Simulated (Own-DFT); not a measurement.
# Computed records: AlN (wurtzite, strained, atoms displaced)

All values are calculated (Own-DFT development build). A calculation, not a measurement: plane-wave PBE density functional theory by an unreviewed code, no spin, of a simulated periodic cell, stress positive in tension, free energy of the whole cell less one offset for each atom, forces on such cells passed a denser k mesh, this cell's mesh not checked; offsets are fitted by least squares, one for each functional and potential file, so energies compare only between cells with the same atoms and settings and are not formation energies; the far tail of each file's local potential was reset to the Coulomb form; each entry is a single point on an unrelaxed cell, so the pressure reflects the starting lattice, mostly measured values (interpolated for alloys), from which strain is counted, and rises with the displacements; printed positions are rounded, which can move forces by about a meV/angstrom; the program, named Own-DFT, is a retired in-house code; no spin-orbit coupling.

```yaml
- formula: AlN
  kind: "wurtzite, strained, atoms displaced"
  structure:
    cell_angstrom:
      - [12.641, 0.2333, 0.1245]
      - [-6.1185, 10.7813, 0.0534]
      - [0.0997, 0.1069, 9.9725]
    atoms_fractional:
      - [Al, 0.08871, 0.17332, 0.99965]
      - [Al, 0.17215, 0.08501, 0.24898]
      - ["N", 0.08112, 0.16518, 0.1934]
      - ["N", 0.16164, 0.0805, 0.44029]
      - [Al, 0.07252, 0.1642, 0.50149]
      - [Al, 0.1739, 0.08537, 0.75751]
      - ["N", 0.08881, 0.16853, 0.68008]
      - ["N", 0.17029, 0.08337, 0.94017]
      - [Al, 0.08222, 0.41551, 0.99767]
      - [Al, 0.16241, 0.3298, 0.25091]
      - ["N", 0.0776, 0.41058, 0.19788]
      - ["N", 0.16353, 0.33832, 0.44413]
      - [Al, 0.08668, 0.41701, 0.49665]
      - [Al, 0.1669, 0.33187, 0.7511]
      - ["N", 0.07706, 0.40974, 0.687]
      - ["N", 0.16286, 0.32825, 0.94764]
      - [Al, 0.07836, 0.67283, 0.00332]
      - [Al, 0.16972, 0.57967, 0.23836]
      - ["N", 0.09176, 0.67189, 0.18425]
      - ["N", 0.17026, 0.58679, 0.44514]
      - [Al, 0.08341, 0.67437, 0.50558]
      - [Al, 0.17415, 0.58623, 0.75306]
      - ["N", 0.08357, 0.66314, 0.68944]
      - ["N", 0.17409, 0.58086, 0.9347]
      - [Al, 0.08343, 0.91273, 0.00639]
      - [Al, 0.16405, 0.82514, 0.25163]
      - ["N", 0.08376, 0.91509, 0.19535]
      - ["N", 0.16774, 0.83281, 0.44062]
      - [Al, 0.07957, 0.91306, 0.51122]
      - [Al, 0.16642, 0.83218, 0.75094]
      - ["N", 0.07521, 0.91134, 0.68972]
      - ["N", 0.16665, 0.83896, 0.94003]
      - [Al, 0.33758, 0.17018, 0.99967]
      - [Al, 0.42572, 0.08842, 0.2532]
      - ["N", 0.3311, 0.16609, 0.18935]
      - ["N", 0.41947, 0.08541, 0.44172]
      - [Al, 0.32888, 0.15977, 0.5061]
      - [Al, 0.41826, 0.08119, 0.75105]
      - ["N", 0.33869, 0.16821, 0.69178]
      - ["N", 0.4151, 0.08163, 0.94291]
      - [Al, 0.32998, 0.40836, 0.99848]
      - [Al, 0.4216, 0.33311, 0.24672]
      - ["N", 0.34182, 0.42402, 0.18323]
      - ["N", 0.42429, 0.33366, 0.44729]
      - [Al, 0.3388, 0.41424, 0.51]
      - [Al, 0.41651, 0.328, 0.74989]
      - ["N", 0.33482, 0.42226, 0.6939]
      - ["N", 0.41267, 0.32702, 0.93682]
      - [Al, 0.32921, 0.66222, 5.0e-05]
      - [Al, 0.41488, 0.58088, 0.25273]
      - ["N", 0.33147, 0.66199, 0.19407]
      - ["N", 0.41617, 0.58583, 0.43829]
      - [Al, 0.33422, 0.66826, 0.4947]
      - [Al, 0.40819, 0.58073, 0.74722]
      - ["N", 0.331, 0.67226, 0.69419]
      - ["N", 0.42111, 0.58655, 0.94671]
      - [Al, 0.34126, 0.91784, 0.99741]
      - [Al, 0.41477, 0.8351, 0.24973]
      - ["N", 0.33359, 0.92097, 0.19483]
      - ["N", 0.42118, 0.83473, 0.44172]
      - [Al, 0.33439, 0.91889, 0.50071]
      - [Al, 0.41885, 0.82883, 0.75197]
      - ["N", 0.3334, 0.91701, 0.6825]
      - ["N", 0.40997, 0.83163, 0.93963]
      - [Al, 0.58412, 0.16736, 0.00301]
      - [Al, 0.66374, 0.08399, 0.23794]
      - ["N", 0.58592, 0.16709, 0.18985]
      - ["N", 0.6687, 0.08973, 0.43297]
      - [Al, 0.58653, 0.16707, 0.49621]
      - [Al, 0.66907, 0.08312, 0.74039]
      - ["N", 0.58245, 0.1705, 0.68898]
      - ["N", 0.66738, 0.08273, 0.93147]
      - [Al, 0.58587, 0.41811, 0.99206]
      - [Al, 0.66665, 0.32992, 0.25]
      - ["N", 0.58475, 0.4118, 0.20184]
      - ["N", 0.66441, 0.33523, 0.44196]
      - [Al, 0.58662, 0.41464, 0.5008]
      - [Al, 0.66323, 0.33193, 0.74719]
      - ["N", 0.57792, 0.40824, 0.69164]
      - ["N", 0.659, 0.3232, 0.93425]
      - [Al, 0.57759, 0.66958, 0.99646]
      - [Al, 0.66436, 0.57882, 0.2477]
      - ["N", 0.58087, 0.66362, 0.19376]
      - ["N", 0.66878, 0.5841, 0.43383]
      - [Al, 0.58335, 0.66656, 0.49617]
      - [Al, 0.67209, 0.58839, 0.75284]
      - ["N", 0.58544, 0.66682, 0.68455]
      - ["N", 0.66658, 0.58907, 0.94516]
      - [Al, 0.58217, 0.91745, 0.99931]
      - [Al, 0.66446, 0.83607, 0.25082]
      - ["N", 0.58067, 0.91922, 0.18595]
      - ["N", 0.66622, 0.82927, 0.44502]
      - [Al, 0.58236, 0.91804, 0.49278]
      - [Al, 0.67137, 0.83707, 0.74428]
      - ["N", 0.58776, 0.91748, 0.69846]
      - ["N", 0.65996, 0.82522, 0.95116]
      - [Al, 0.84073, 0.16903, 0.00122]
      - [Al, 0.91954, 0.0794, 0.24339]
      - ["N", 0.82822, 0.16887, 0.19261]
      - ["N", 0.91879, 0.08467, 0.42683]
      - [Al, 0.83316, 0.16658, 0.50166]
      - [Al, 0.91812, 0.09099, 0.7528]
      - ["N", 0.82835, 0.16905, 0.69109]
      - ["N", 0.91025, 0.08645, 0.93176]
      - [Al, 0.82646, 0.40613, 0.99359]
      - [Al, 0.92062, 0.3314, 0.2365]
      - ["N", 0.83267, 0.41477, 0.18547]
      - ["N", 0.90729, 0.32905, 0.43063]
      - [Al, 0.83531, 0.41882, 0.50036]
      - [Al, 0.91989, 0.33793, 0.75071]
      - ["N", 0.83875, 0.41497, 0.68926]
      - ["N", 0.9212, 0.33795, 0.93428]
      - [Al, 0.82683, 0.66577, 0.01093]
      - [Al, 0.9142, 0.5886, 0.24693]
      - ["N", 0.83837, 0.66633, 0.18881]
      - ["N", 0.91891, 0.58466, 0.43973]
      - [Al, 0.83659, 0.67095, 0.49726]
      - [Al, 0.91883, 0.58202, 0.76047]
      - ["N", 0.83712, 0.66857, 0.69038]
      - ["N", 0.91645, 0.58592, 0.93133]
      - [Al, 0.83689, 0.92496, 0.99601]
      - [Al, 0.91422, 0.83377, 0.24887]
      - ["N", 0.82448, 0.91731, 0.18873]
      - ["N", 0.91865, 0.83312, 0.44273]
      - [Al, 0.8267, 0.91065, 0.49924]
      - [Al, 0.9164, 0.82384, 0.75703]
      - ["N", 0.83687, 0.91842, 0.69005]
      - ["N", 0.91281, 0.83515, 0.9459]
  settings:
    functional: PBE
    potential_files: "PseudoDojo norm-conserving, scalar-relativistic, standard set"
    "wave_cutoff [hartree]": 42.0
    occupations: Fermi-Dirac
    "smearing_width [eV]": 0.1
    k_mesh: "2 x 2 x 2 centred on Gamma"
  results:
    "free_energy_of_cell_above_offsets [eV]": "-53.604"
    "pressure [GPa]": 0.27
    "stress_xx [GPa]": 2.59
    "stress_yy [GPa]": 0.65
    "stress_zz [GPa]": -4.05
    "stress_yz [GPa]": 2.41
    "stress_xz [GPa]": 2.8
    "stress_xy [GPa]": 5.66
    force_element: [Al, Al, "N", "N", Al, Al, "N", "N", Al, Al, "N", "N", Al, Al, "N", "N", Al, Al, "N", "N", Al, Al, "N", "N", Al, Al, "N", "N", Al, Al, "N", "N", Al, Al, "N", "N", Al, Al, "N", "N", Al, Al, "N", "N", Al, Al, "N", "N", Al, Al, "N", "N", Al, Al, "N", "N", Al, Al, "N", "N", Al, Al, "N", "N", Al, Al, "N", "N", Al, Al, "N", "N", Al, Al, "N", "N", Al, Al, "N", "N", Al, Al, "N", "N", Al, Al, "N", "N", Al, Al, "N", "N", Al, Al, "N", "N", Al, Al, "N", "N", Al, Al, "N", "N", Al, Al, "N", "N", Al, Al, "N", "N", Al, Al, "N", "N", Al, Al, "N", "N", Al, Al, "N", "N", Al, Al, "N", "N"]
    "force_x [eV/angstrom]": [-0.058, -0.707, 0.647, 0.761, 1.403, -0.94, -0.5, -0.54, -0.258, 1.244, 1.383, 3.043, -2.822, -0.494, 1.321, 0.594, 1.05, -0.971, -1.013, -0.409, 0.905, -1.675, -0.295, -1.532, -1.241, 0.224, -0.582, -0.064, -0.065, 0.101, 1.327, 1.387, -0.363, -1.547, 1.113, 0.286, -0.346, 0.458, -1.008, 0.88, -0.101, -1.029, -0.792, -1.164, -1.152, -0.221, -0.001, 0.747, 0.735, 0.752, -0.15, 0.964, -0.761, 1.698, 1.33, -1.179, -2.772, 0.266, 0.222, -0.383, -0.03, -0.485, 0.039, 2.193, -0.013, 1.449, -1.179, 0.879, -1.172, -1.29, 0.55, 0.152, -0.714, 1.067, -0.466, 2.056, -1.271, 1.393, -0.03, 0.54, 0.759, -0.175, -0.058, 0.498, -0.082, -0.5, -0.59, 0.779, -0.007, -0.063, -0.182, -0.548, 0.343, 0.433, -1.308, 0.724, -2.91, -1.612, 1.568, -0.779, -0.293, 0.53, 1.628, 2.768, -0.488, -2.504, -0.383, 1.526, -0.091, 0.156, -2.164, 0.439, 0.412, 2.861, -2.357, -0.021, -0.417, 0.133, -0.289, -0.222, -1.354, 0.342, 1.569, -0.453, 0.949, -1.037, -0.185, 1.282]
    "force_y [eV/angstrom]": [-2.965, -0.97, 0.189, 0.408, 0.356, -0.759, -0.186, 0.267, 0.512, 0.573, 1.387, -1.646, 1.061, 0.007, 1.165, 1.92, -0.7, 0.173, -1.796, -0.03, -1.991, -1.106, 0.647, -0.101, 1.12, 2.269, -0.089, 0.82, 0.699, -0.08, 0.797, -0.899, -1.8, -0.944, 0.762, -0.085, 0.856, 0.065, -1.02, 0.544, 1.749, 0.005, -2.109, -0.598, 0.406, 1.015, -1.737, 1.514, 0.661, 0.386, 1.139, -0.801, -0.226, 1.748, -0.942, -1.561, 0.41, -0.44, -0.38, 0.219, -0.463, 1.588, -0.092, -0.721, -1.604, -0.28, 0.539, -1.601, 0.596, 0.312, -1.203, 0.449, -0.353, 0.649, 0.532, -0.543, 0.964, -0.259, 2.107, 2.103, -1.498, 0.49, 0.659, 0.03, -1.08, -0.686, -0.09, -1.089, -0.185, -1.168, -0.409, 1.337, 0.397, -1.093, -0.219, 3.244, 0.321, 0.519, -0.867, -0.827, 0.379, -0.952, 0.288, 0.033, 1.418, -0.227, 0.599, 0.663, -0.49, -1.037, 0.854, -0.734, 0.401, -2.076, 0.887, 0.566, -1.262, -0.18, -1.226, -0.279, -1.7, 0.433, 0.076, 0.354, 1.229, 1.721, 0.181, -0.308]
    "force_z [eV/angstrom]": [0.587, 0.713, -1.152, 0.586, -1.887, -1.931, 3.182, 1.209, 0.266, 0.626, -2.223, -1.005, 0.287, -0.831, 0.968, -1.441, -1.835, 2.213, 0.661, -1.016, -0.985, -1.733, 1.571, 1.923, -0.286, 0.298, -0.329, 0.438, -2.769, -0.625, 2.212, -0.078, 0.337, -0.367, 0.217, -0.04, -1.311, -0.315, 0.527, -0.225, -0.038, 1.044, 1.16, -0.569, -2.063, -0.476, 0.792, 0.35, 0.323, -0.607, -0.766, 1.243, 0.556, 0.908, -1.07, -1.642, 1.344, -0.06, -0.491, -0.344, -1.304, -0.524, 2.212, 0.115, -1.323, 1.462, -0.255, 0.402, 0.722, 1.137, -0.294, 1.532, 0.942, 0.667, -2.515, -0.435, -0.008, -0.646, 0.426, 0.764, 1.715, 0.112, -0.124, 1.284, -0.082, -0.792, 1.048, -0.253, -1.062, -0.475, 0.923, -0.996, 0.937, 1.095, -1.693, -2.004, -0.089, 0.339, -1.639, 2.309, -1.561, -2.467, -0.414, 1.792, 0.387, 2.398, -0.375, 0.702, -0.658, -1.172, 0.659, 1.492, -2.604, 0.96, 0.902, -0.293, 0.261, -4.563, 0.118, 4.691, 0.249, 0.242, -0.089, -0.698, 0.015, -0.413, 0.513, 0.264]
```
